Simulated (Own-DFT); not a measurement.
# Point defects and the pressure they add: zincblende InP

The numbers are computed, not measured, by runs of the plane-wave DFT program Own-DFT (in-house, retired, unreviewed) at fixed positions, with no spin and no spin-orbit coupling.

Settings: PBE; PseudoDojo norm-conserving scalar-relativistic files; cutoff 36 hartree; 2 x 3 x 3 k mesh centred on Gamma; Fermi-Dirac smearing of 0.1 eV.

Known weak points (not all hold for every row): not probed for a lower state with spin; forces on such cells failed a check on a denser k mesh; forces not confirmed at this smearing and k mesh; stress not checked against mesh or cutoff.

All runs share one cell, with vectors in Å (17.606, 0.000, 0.000); (0.000, 11.737, 0.000); (0.000, 0.000, 11.737) and a volume of 2425.5 Å³. Atoms were moved at random from their sites; u is the rms move along one axis. The defect's site can differ from row to row.

| cell | formula | u (Å) | P (GPa) |
|---|---|---|---|
| no defect | In48P48 | 0.0208 | 3.22 |
| no defect | In48P48 | 0.0504 | 3.53 |
| no defect | In48P48 | 0.0540 | 3.75 |
| one P on an In site | In47P49 | 0.0296 | 3.16 |
| one P on an In site | In47P49 | 0.0522 | 3.54 |
| one P on an In site | In47P49 | 0.0534 | 3.53 |
| one In on a P site and one P on an In site | In48P48 | 0.0295 | 3.51 |
| one In on a P site and one P on an In site | In48P48 | 0.0299 | 3.55 |
| one In on a P site and one P on an In site | In48P48 | 0.0494 | 3.79 |
| one In on a P site and one P on an In site | In48P48 | 0.0533 | ? |
| two P on an In site each | In46P50 | 0.0292 | 3.03 |
| two P on an In site each | In46P50 | 0.0295 | 3.04 |
| two P on an In site each | In46P50 | 0.0473 | 3.25 |
| one In on a P site | In49P47 | 0.0298 | 3.88 |
| one In on a P site | In49P47 | 0.0500 | 4.24 |
| one In on a P site | In49P47 | 0.0507 | 4.16 |

## Worked fit

P = P0 + c u² + a shift for each defect gives P0 = 3.13 GPa, c = 186 ± 14 GPa/Å² and a scatter of 0.04 GPa. The shifts, and each times the cell's volume:

- one In on a P site: 0.59 ± 0.04 GPa, 8.9 eV
- one In on a P site and one P on an In site: 0.22 ± 0.04 GPa, 3.4 eV
- one P on an In site: -0.13 ± 0.04 GPa, -1.9 eV
- two P on an In site each: -0.27 ± 0.04 GPa, -4.1 eV (-2.1 eV for each of its 2 sites)

A positive shift means that the defect pushes the cell outwards. Shift times volume (160.2 GPa Å³ is 1 eV) depends little on the cell's size, so, taken for each site, it can be compared between cells at like pressure. The atoms around the defects weren't relaxed, which would change these numbers.

## Prediction

The question: what pressure belongs in the blank (one In on a P site and one P on an In site, u = 0.0533 Å)?

Estimate: 3.89 ± 0.06 GPa. DFT gave 3.85 GPa.
